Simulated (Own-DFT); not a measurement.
# Computed records: SiC (4H silicon carbide, atoms displaced), GaP (zincblende, strained, atoms displaced)

All values are calculated (Own-DFT development build). A calculation, not a measurement: plane-wave PBE density functional theory by an unreviewed code, no spin, of a simulated periodic cell, stress positive in tension, free energy of the whole cell less one offset for each atom, forces on such cells passed a denser k mesh, this cell's mesh not checked; offsets are fitted by least squares, one for each functional and potential file, so energies compare only between cells with the same atoms and settings and are not formation energies; the far tail of each file's local potential was reset to the Coulomb form; each entry is a single point on an unrelaxed cell, so the pressure reflects the starting lattice, mostly measured values (interpolated for alloys), from which strain is counted, and rises with the displacements; printed positions are rounded, which can move forces by about a meV/angstrom; the program, named Own-DFT, is a retired in-house code; no spin-orbit coupling.

Common to all runs: functional PBE; potential files PseudoDojo norm-conserving, scalar-relativistic, standard set; wave cutoff 42 hartree; occupations Fermi-Dirac; smearing width 0.1 eV.

(1) SiC (4H silicon carbide, atoms displaced)

```
cell vectors (Å)
  12.3308     0.0000     0.0000
  -6.1654    10.6788     0.0000
   0.0000     0.0000    10.0681
atoms (fractions of the cell vectors)
Si  0.00380  0.00388  0.40383
Si  0.08548  0.16976  0.16305
C   0.99976  0.99759  0.09318
C   0.07610  0.16299  0.34590
Si  0.99909  0.24700  0.40554
Si  0.08175  0.41029  0.15369
C   0.00138  0.24978  0.09465
C   0.08371  0.41480  0.34916
Si  0.00546  0.50144  0.40782
Si  0.08751  0.66890  0.15389
C   0.99744  0.49552  0.09286
C   0.08268  0.66369  0.34576
Si  0.00318  0.75425  0.40541
Si  0.08578  0.91972  0.15663
C   0.99767  0.75183  0.09269
C   0.08419  0.91528  0.34252
Si  0.25026  0.00339  0.40417
Si  0.33141  0.16592  0.15611
C   0.25525  0.00357  0.09259
C   0.33166  0.16732  0.34303
Si  0.24592  0.24805  0.40590
Si  0.33139  0.41568  0.15877
C   0.24939  0.25420  0.09597
C   0.33500  0.41991  0.34448
Si  0.25143  0.50021  0.40713
Si  0.32928  0.66242  0.15479
C   0.24910  0.50022  0.09035
C   0.33610  0.66264  0.34831
Si  0.24795  0.74831  0.40397
Si  0.33473  0.91828  0.16048
C   0.24946  0.75082  0.09915
C   0.33885  0.91964  0.34304
Si  0.49640  0.99862  0.40835
Si  0.58537  0.16761  0.15901
C   0.50291  0.00119  0.09509
C   0.58161  0.16233  0.34435
Si  0.50148  0.25308  0.40971
Si  0.57971  0.41052  0.15639
C   0.49920  0.24683  0.09404
C   0.58300  0.42174  0.34324
Si  0.49906  0.49880  0.40770
Si  0.58174  0.66772  0.15653
C   0.49851  0.49934  0.09032
C   0.58355  0.66430  0.33913
Si  0.49947  0.74692  0.40421
Si  0.58066  0.91111  0.15632
C   0.50371  0.74628  0.09864
C   0.58035  0.91511  0.34397
Si  0.74842  0.99764  0.40751
Si  0.83301  0.16694  0.15149
C   0.75524  0.00630  0.08922
C   0.83690  0.17270  0.34157
Si  0.75323  0.25038  0.40574
Si  0.83357  0.41571  0.15312
C   0.75508  0.25293  0.09953
C   0.83374  0.41654  0.34364
Si  0.74829  0.49865  0.40419
Si  0.83183  0.66569  0.15454
C   0.75017  0.50347  0.09316
C   0.82988  0.66674  0.34424
Si  0.74920  0.75049  0.40790
Si  0.83608  0.91880  0.15347
C   0.75330  0.75021  0.09350
C   0.82985  0.91262  0.34326
Si  0.99699  0.99402  0.90898
Si  0.91132  0.83111  0.65652
C   0.99981  0.00404  0.59558
C   0.92156  0.83892  0.84615
Si  0.00009  0.74473  0.90582
Si  0.91885  0.58471  0.65162
C   0.00358  0.74839  0.59046
C   0.91539  0.58474  0.84248
Si  0.99737  0.49325  0.90492
Si  0.91623  0.33131  0.65617
C   0.99853  0.49967  0.59492
C   0.91716  0.33356  0.84091
Si  0.99880  0.25282  0.91131
Si  0.91647  0.08421  0.65778
C   0.99663  0.24639  0.58889
C   0.91548  0.08365  0.83601
Si  0.75352  0.99995  0.90818
Si  0.66448  0.83360  0.65205
C   0.75404  0.99717  0.59471
C   0.67168  0.83544  0.84128
Si  0.75092  0.74757  0.90433
Si  0.66899  0.58389  0.65472
C   0.74776  0.74670  0.59104
C   0.66666  0.58410  0.84193
Si  0.74542  0.49719  0.90191
Si  0.66575  0.33299  0.65314
C   0.74925  0.50308  0.58907
C   0.66796  0.33883  0.84871
Si  0.75207  0.25360  0.90875
Si  0.66424  0.08211  0.64976
C   0.75115  0.24624  0.59478
C   0.66632  0.08246  0.84275
Si  0.50376  0.00007  0.89995
Si  0.42068  0.83857  0.65194
C   0.49666  0.00010  0.59528
C   0.41251  0.83251  0.84322
Si  0.50177  0.75176  0.90176
Si  0.41744  0.58707  0.65769
C   0.50236  0.75112  0.59007
C   0.41176  0.57983  0.84749
Si  0.49705  0.49840  0.90782
Si  0.41945  0.33563  0.65417
C   0.49974  0.49924  0.59488
C   0.41473  0.33491  0.84450
Si  0.49680  0.24755  0.90389
Si  0.41686  0.08216  0.65335
C   0.50243  0.25426  0.58664
C   0.41830  0.08432  0.84433
Si  0.24781  0.00061  0.90727
Si  0.16393  0.82768  0.65884
C   0.24583  0.99855  0.59049
C   0.16683  0.83555  0.84670
Si  0.25014  0.75113  0.90985
Si  0.17209  0.58656  0.65676
C   0.25160  0.75553  0.59652
C   0.16935  0.58508  0.84068
Si  0.24638  0.49560  0.90977
Si  0.16562  0.32794  0.65690
C   0.24696  0.50043  0.59308
C   0.16559  0.33301  0.83716
Si  0.25087  0.24838  0.90710
Si  0.16243  0.07975  0.65563
C   0.24561  0.24820  0.59248
C   0.16681  0.08537  0.84094
```

| Item | Value |
| --- | --- |
| hardware | one NVIDIA H200 |
| k mesh | 3 x 3 x 3 centred on Gamma |
| free energy of cell above offsets | -18.731 eV |
| pressure | 3.81 GPa |
| stress xx | -2.42 GPa |
| stress yy | -4.17 GPa |
| stress zz | -4.83 GPa |
| stress yz | -0.48 GPa |
| stress xz | 0.1 GPa |
| stress xy | 0.16 GPa |
| wall time | 535.1 s |

Force:
```
element  x (eV/Å)  y (eV/Å)  z (eV/Å)
     Si     -0.96    -2.205     1.004
     Si    -0.233    -1.151    -1.678
      C     0.207     1.451     0.593
      C     1.505     1.129    -0.537
     Si    -0.964     0.889     0.337
     Si      -0.6     1.794     1.276
      C    -0.079    -0.685    -0.071
      C     0.522    -0.024    -1.339
     Si    -1.278    -0.948    -0.008
     Si    -1.808    -1.191     0.601
      C     0.783     0.771    -0.201
      C    -0.078     0.973    -0.813
     Si    -0.559    -1.723    -0.267
     Si     0.177    -0.785    -0.596
      C     1.362    -0.289     0.289
      C    -0.191     1.184         0
     Si     0.607    -0.829     0.297
     Si     0.377     0.727     0.057
      C    -0.953    -0.762     0.412
      C     0.124     0.371     0.267
     Si     0.276     0.687     0.097
     Si     0.549     1.186    -0.507
      C     0.486    -1.173    -0.206
      C    -0.211    -1.268     0.175
     Si    -0.392     -0.51     0.402
     Si     0.961     0.805     0.838
      C    -0.141    -0.884     1.171
      C    -1.637     0.712    -1.136
     Si      0.79     0.462     0.671
     Si     0.698     0.441    -1.047
      C     0.902     0.362    -0.871
      C    -1.881    -0.957     0.602
     Si     1.241     0.308    -0.531
     Si     0.081    -0.604    -0.396
      C    -0.117    -0.557    -0.754
      C    -0.136     1.261     0.759
     Si     0.072    -0.239    -2.441
     Si    -0.115     1.667    -0.394
      C    -0.224     0.053    -0.204
      C     0.607    -1.622     0.033
     Si    -0.136     0.761    -0.223
     Si     2.317    -1.204    -0.351
      C     0.095    -0.304     1.112
      C    -0.362     0.246     1.526
     Si     0.597     0.429    -0.293
     Si     0.224      1.43    -0.082
      C    -2.517     0.822    -1.815
      C     0.383      0.06       0.5
     Si     0.154     0.653    -0.666
     Si     0.485     0.328     1.447
      C    -0.257    -1.688     1.072
      C      0.12    -1.897    -0.116
     Si    -0.797     0.139    -0.124
     Si    -0.593     1.163     1.082
      C    -1.103    -0.666    -1.592
      C     0.125     0.259      0.07
     Si     0.396     0.717     -0.38
     Si     0.145     0.416     0.795
      C     0.187    -1.567    -0.412
      C     1.177     0.234     -0.02
     Si     0.134    -0.695    -1.093
     Si     -0.49    -0.759     0.522
      C    -1.296     0.229    -0.503
      C     0.523     1.315    -0.091
     Si    -0.136     2.689    -0.805
     Si     1.301     0.808    -0.163
      C     0.175    -1.429    -0.928
      C    -0.128    -2.771    -0.926
     Si    -0.822     1.397     0.255
     Si     -0.61    -0.492     0.539
      C    -1.433     0.577     0.523
      C     0.436    -1.265    -0.287
     Si    -0.162     2.231    -0.243
     Si     0.385     0.302    -0.671
      C     0.908    -0.037    -0.055
      C    -0.251    -0.681     0.739
     Si      1.15    -1.126    -1.943
     Si     0.156     0.071    -1.047
      C     0.364     0.554     1.027
      C     0.563     0.292     2.983
     Si    -0.657     0.348    -1.619
     Si     1.268    -0.185     0.783
      C    -1.826     0.481    -0.732
      C    -0.817     -0.63      0.19
     Si    -0.024     0.695     0.474
     Si    -0.835     -0.34     0.152
      C    -0.392     0.652     0.632
      C    -0.338    -0.465    -0.022
     Si     0.481     2.154     1.233
     Si     0.708     0.638     0.501
      C     0.959    -0.915     0.672
      C     0.028    -2.353    -1.491
     Si    -0.388    -0.883    -0.352
     Si     1.169      -0.3      1.41
      C    -0.972     0.834    -0.462
      C     0.622     0.665     -0.29
     Si    -0.915    -0.004     1.564
     Si    -0.554    -1.622     0.923
      C     0.973     0.401    -0.898
      C     1.269     0.332    -0.187
     Si     0.088    -0.516      0.86
     Si    -0.176    -1.226     0.044
      C    -0.772       0.1     0.455
      C     0.547     0.944    -0.539
     Si     0.296     0.725    -0.589
     Si    -1.096     -0.64     0.314
      C    -0.208     0.779    -0.159
      C     0.835    -0.674    -0.359
     Si     0.332     0.795     0.558
     Si    -1.596     0.674     0.546
      C    -0.068    -1.036     2.266
      C    -0.322     -0.49    -0.688
     Si     0.592     0.346    -0.657
     Si    -0.266     1.751    -0.134
      C     0.775    -0.065     0.581
      C     0.292    -0.651    -0.024
     Si    -0.257    -0.338    -0.534
     Si    -1.164    -0.259    -0.285
      C     1.037    -1.013    -1.051
      C    -0.523    -0.434     1.509
     Si    -0.039     0.679    -1.843
     Si    -1.318     1.205    -1.065
      C     1.335    -0.381      0.18
      C         0    -0.444     2.358
     Si    -1.219     0.446    -0.443
     Si     0.472     0.678    -0.086
      C     1.431    -0.105    -0.084
      C     0.053    -0.723     1.145
```

(2) GaP (zincblende, strained, atoms displaced)

```
cell vectors (Å)
  10.8620     0.0000     0.0000
   0.0000    10.8620     0.0000
   0.0000     0.0000    10.9439
atoms (fractions of the cell vectors)
Ga  0.99811  0.98939  0.99272
Ga  0.00458  0.25073  0.26026
Ga  0.23678  0.01411  0.24218
Ga  0.24178  0.23976  0.98901
P   0.12974  0.12926  0.12383
P   0.14182  0.37806  0.36087
P   0.36146  0.11526  0.38140
P   0.37981  0.38234  0.11621
Ga  0.98677  0.99834  0.49385
Ga  0.01081  0.24149  0.74654
Ga  0.25392  0.00761  0.76233
Ga  0.25029  0.25623  0.49352
P   0.13514  0.11385  0.61809
P   0.12494  0.36757  0.87384
P   0.37827  0.13051  0.87267
P   0.38198  0.37495  0.63603
Ga  0.00133  0.49682  0.00110
Ga  0.00056  0.75643  0.26714
Ga  0.24824  0.49349  0.25036
Ga  0.24681  0.74837  0.00372
P   0.12519  0.61518  0.12921
P   0.12838  0.87889  0.36625
P   0.37746  0.63856  0.37984
P   0.38365  0.87434  0.12732
Ga  0.01027  0.50406  0.50068
Ga  0.98985  0.73498  0.74705
Ga  0.25931  0.51231  0.73985
Ga  0.26295  0.74575  0.50855
P   0.11537  0.62285  0.61749
P   0.11924  0.87502  0.88669
P   0.37585  0.61012  0.87289
P   0.38587  0.87903  0.61942
Ga  0.49595  0.99258  0.99698
Ga  0.49669  0.24969  0.24304
Ga  0.75692  0.99833  0.25315
Ga  0.74560  0.26118  0.99542
P   0.62208  0.12130  0.12099
P   0.62110  0.37255  0.37692
P   0.87297  0.11440  0.37122
P   0.87888  0.38419  0.11871
Ga  0.50095  0.99870  0.50482
Ga  0.50319  0.24525  0.76452
Ga  0.74590  0.00722  0.75430
Ga  0.74151  0.23831  0.50784
P   0.62661  0.13176  0.60394
P   0.62071  0.36666  0.87553
P   0.87641  0.12247  0.88611
P   0.87367  0.37733  0.63343
Ga  0.50783  0.47952  0.99676
Ga  0.50162  0.75209  0.24829
Ga  0.74482  0.49639  0.25478
Ga  0.75306  0.74418  0.00633
P   0.62968  0.62536  0.12173
P   0.63468  0.86928  0.36608
P   0.87993  0.62581  0.37583
P   0.88811  0.87801  0.13425
Ga  0.50326  0.49992  0.49918
Ga  0.50148  0.74340  0.74984
Ga  0.74466  0.48647  0.75527
Ga  0.75256  0.75586  0.50099
P   0.61843  0.63360  0.63085
P   0.60851  0.86718  0.87137
P   0.87883  0.62255  0.86998
P   0.86843  0.87606  0.62565
```

| Item | Value |
| --- | --- |
| hardware | one NVIDIA H100 |
| k mesh | 3 x 3 x 3 centred on Gamma |
| free energy of cell above offsets | -28.248 eV |
| pressure | 4.74 GPa |
| stress xx | -4.94 GPa |
| stress yy | -4.83 GPa |
| stress zz | -4.44 GPa |
| stress yz | 0.61 GPa |
| stress xz | 0.77 GPa |
| stress xy | -1.19 GPa |
| wall time | 580.7 s |

Force:
```
element  x (eV/Å)  y (eV/Å)  z (eV/Å)
     Ga    -0.505     1.505     1.913
     Ga    -0.605    -0.034    -1.232
     Ga     1.835    -1.975     0.856
     Ga     0.913     1.297     0.795
      P    -2.131     0.412    -1.167
      P     -2.65    -1.312     2.898
      P     1.487     0.776    -0.801
      P    -1.466    -1.695     1.042
     Ga      1.79    -0.904     0.816
     Ga    -0.638    -0.246    -0.046
     Ga    -0.388    -1.417    -1.104
     Ga     0.618    -0.329     1.252
      P    -1.067     0.712    -0.115
      P     0.144     1.266     -0.68
      P    -0.123     -1.24     1.279
      P    -0.225    -0.308    -1.297
     Ga      0.82     0.505    -0.918
     Ga     0.314     -1.07    -1.494
     Ga     2.581     2.498    -1.706
     Ga     0.714    -0.611     0.345
      P    -0.357     1.219     0.037
      P     0.555     0.134     1.837
      P     0.298    -2.191    -1.057
      P    -1.876     0.362    -0.052
     Ga    -1.611    -1.776     -1.55
     Ga     0.897     2.055    -0.571
     Ga    -1.517    -1.333     0.058
     Ga    -1.574     1.321    -0.184
      P     2.347     1.392     1.399
      P     1.461      -1.4    -2.505
      P     0.538     1.715     1.098
      P    -1.316     -0.75      2.24
     Ga     0.223      0.62     0.112
     Ga    -0.475    -0.487     0.556
     Ga    -1.068    -0.263    -1.611
     Ga     1.126    -1.507     1.517
      P     0.642     0.181     0.091
      P     0.367    -0.501    -0.158
      P     0.088     2.605     0.631
      P    -1.022    -1.383     1.556
     Ga     0.504     0.022    -2.086
     Ga      0.11    -0.009    -2.695
     Ga     -0.34    -0.455     -0.13
     Ga     3.829     3.741    -3.082
      P    -3.014    -2.834     4.916
      P     1.054     0.385    -0.724
      P    -0.413     0.665     -1.18
      P     0.702     -1.18    -1.321
     Ga    -0.214     2.711     0.371
     Ga     0.468    -0.388    -0.097
     Ga     0.659     0.396    -0.345
     Ga     0.633     1.217     -0.73
      P    -0.995    -1.071     0.434
      P     -0.86     0.686     0.897
      P    -0.833    -0.599     0.594
      P    -1.121    -0.691    -0.802
     Ga     -0.38     0.476     0.516
     Ga    -1.862     0.264     0.306
     Ga    -0.065      1.77    -0.463
     Ga    -0.344    -1.046    -0.028
      P     1.895    -1.854    -1.268
      P     2.272     0.828     0.653
      P    -1.415    -1.138     1.444
      P     0.585     0.264     0.742
```

(3) SiC (4H silicon carbide, atoms displaced)

```
cell vectors (Å)
   6.1654     0.0000     0.0000
  -3.0827     5.3394     0.0000
   0.0000     0.0000    10.0681
atoms (fractions of the cell vectors)
Si  0.99401  0.01650  0.39237
Si  0.13886  0.31372  0.12922
C   0.99392  0.00695  0.08626
C   0.16179  0.31696  0.35491
Si  0.99177  0.48560  0.42659
Si  0.13746  0.80635  0.14886
C   0.02648  0.50406  0.10663
C   0.17138  0.82159  0.33514
Si  0.49664  0.00390  0.41981
Si  0.67922  0.35324  0.16125
C   0.49163  0.99556  0.09516
C   0.66599  0.35212  0.31800
Si  0.46898  0.48432  0.41905
Si  0.69493  0.85377  0.16874
C   0.50467  0.50101  0.08703
C   0.65581  0.81818  0.35965
Si  0.00085  0.00112  0.89639
Si  0.82907  0.65815  0.67115
C   0.95864  0.97333  0.59865
C   0.83073  0.65946  0.83183
Si  0.98063  0.50341  0.92448
Si  0.83862  0.15987  0.64297
C   0.00124  0.50395  0.60282
C   0.82424  0.14768  0.83582
Si  0.52243  0.01480  0.90515
Si  0.31923  0.67086  0.64720
C   0.49623  0.98470  0.59391
C   0.35434  0.68776  0.84916
Si  0.51058  0.51481  0.89665
Si  0.34288  0.16419  0.67213
C   0.48947  0.50474  0.58912
C   0.34655  0.18916  0.84328
```

| Quantity | Value |
| --- | --- |
| hardware | one NVIDIA H100 |
| k mesh | 5 x 5 x 3 centred on Gamma |
| free energy of cell above offsets | 6.918 eV |
| pressure | 11.98 GPa |
| stress xx | -4.79 GPa |
| stress yy | -12.63 GPa |
| stress zz | -18.51 GPa |
| stress yz | -1.12 GPa |
| stress xz | 1.24 GPa |
| stress xy | 1.31 GPa |
| wall time | 115.3 s |

Force:
```
element  x (eV/Å)  y (eV/Å)  z (eV/Å)
     Si         2    -7.046     3.805
     Si     6.997     2.379     4.625
      C     1.544    -3.786    -1.306
      C    -2.422     3.894    -2.556
     Si    -1.088     1.668    -5.909
     Si     2.963     6.347     2.668
      C    -5.897    -1.196    -3.397
      C    -1.507     0.483     2.384
     Si    -0.522    -0.157    -5.871
     Si    -1.211    -2.997    -7.957
      C     0.984     1.223    -0.239
      C     0.159    -1.045     13.64
     Si     3.492     1.064    -4.394
     Si    -5.055    -3.043    -1.094
      C     0.051     0.904     0.116
      C    -0.548      1.72    -1.803
     Si     0.175     0.146    -0.083
     Si    -1.424     0.417    -8.484
      C     5.032     0.538    -1.384
      C     0.875     0.973      8.07
     Si     3.115    -0.706    -3.824
     Si    -1.889     0.555     3.302
      C    -1.935    -1.605     -0.11
      C     1.025     3.235     0.266
     Si    -2.229    -1.251     2.006
     Si     2.994    -1.017     3.754
      C    -1.352     3.406     1.247
      C    -2.669    -1.405     -1.69
     Si    -1.159     0.098     2.379
     Si     -2.15     0.023    -4.852
      C     1.372    -1.851     4.345
      C     0.277    -1.969     2.348
```
